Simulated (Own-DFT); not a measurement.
# A layer strained by its substrate: diamond-structure SiGeSn with randomly placed atoms, 64 atoms (Ge52Si8Sn4)

No measurement is shown. These are fixed-geometry runs of a retired plane-wave code named Own-DFT, which no person has reviewed; spin and spin-orbit coupling are neglected.

Settings: PBE; PseudoDojo norm-conserving scalar-relativistic files; cutoff 49 hartree; 3 x 3 x 3 k mesh centred on Gamma; Fermi-Dirac smearing of 0.1 eV.

Known weak points: forces on such cells moved up to 12 meV/angstrom on a denser k mesh; stress not checked against mesh or cutoff.

Unstrained cell vectors in Å: (11.363, 0.000, 0.000); (0.000, 11.363, 0.000); (0.000, 0.000, 11.363). The unstrained cell has measured lattice constants (interpolated for alloys), not those of this functional. That, the random moves and any unrelaxed bonds set the pressure at no strain. Each run strains x and y alike by e, as a substrate would, and holds the height along z. Each coordinate of each atom was shifted by a normal deviate of width 0.05 Å. The random placing of the alloy's atoms differs from row to row. Stress is positive in tension.

```
e (%)  u (Å)  (s_xx + s_yy)/2 (GPa)  s_zz (GPa)
-2.25  0.047                  -8.87       -7.16
-2.00  0.051                  -8.45       -7.24
-1.00  0.049                  -6.45       -5.70
-0.75  0.047                  -5.93       -5.38
-0.25  0.050                      ?           ?
 0.50  0.055                  -3.91       -4.09
 1.50  0.046                  -1.99       -2.96
 1.75  0.051                  -1.75       -2.77
 2.50  0.050                  -0.64       -2.14
 2.75  0.047                  -0.37       -1.89
```

## Working it out

With e as a fraction, the in-plane stress is -4.6 + 176 e - 671 e² GPa (errors 2 and 142, scatter 0.10), and s_zz is -4.6 + 111 e - 514 e² GPa (slope ± 3, scatter 0.13). At e = 0 the first slope is C11 + C12 and the second 2 C12, both with the ions held to the strained lattice and at the cell's own pressure. The term in e² is negative: the layer stiffens under compression and softens under tension. A free layer would change its height as e changes, and the in-plane slope would drop by 2 C12²/C11 to the biaxial modulus. At fixed height, a misfit of 1 % moves the in-plane stress by about 1.8 GPa and s_zz by 1.1 GPa.

## The run left out

Q: what are the two stresses at e = -0.25 %?

The fit gives -5.1 and -4.9 GPa. Computed: -5.04 and -4.82 GPa.
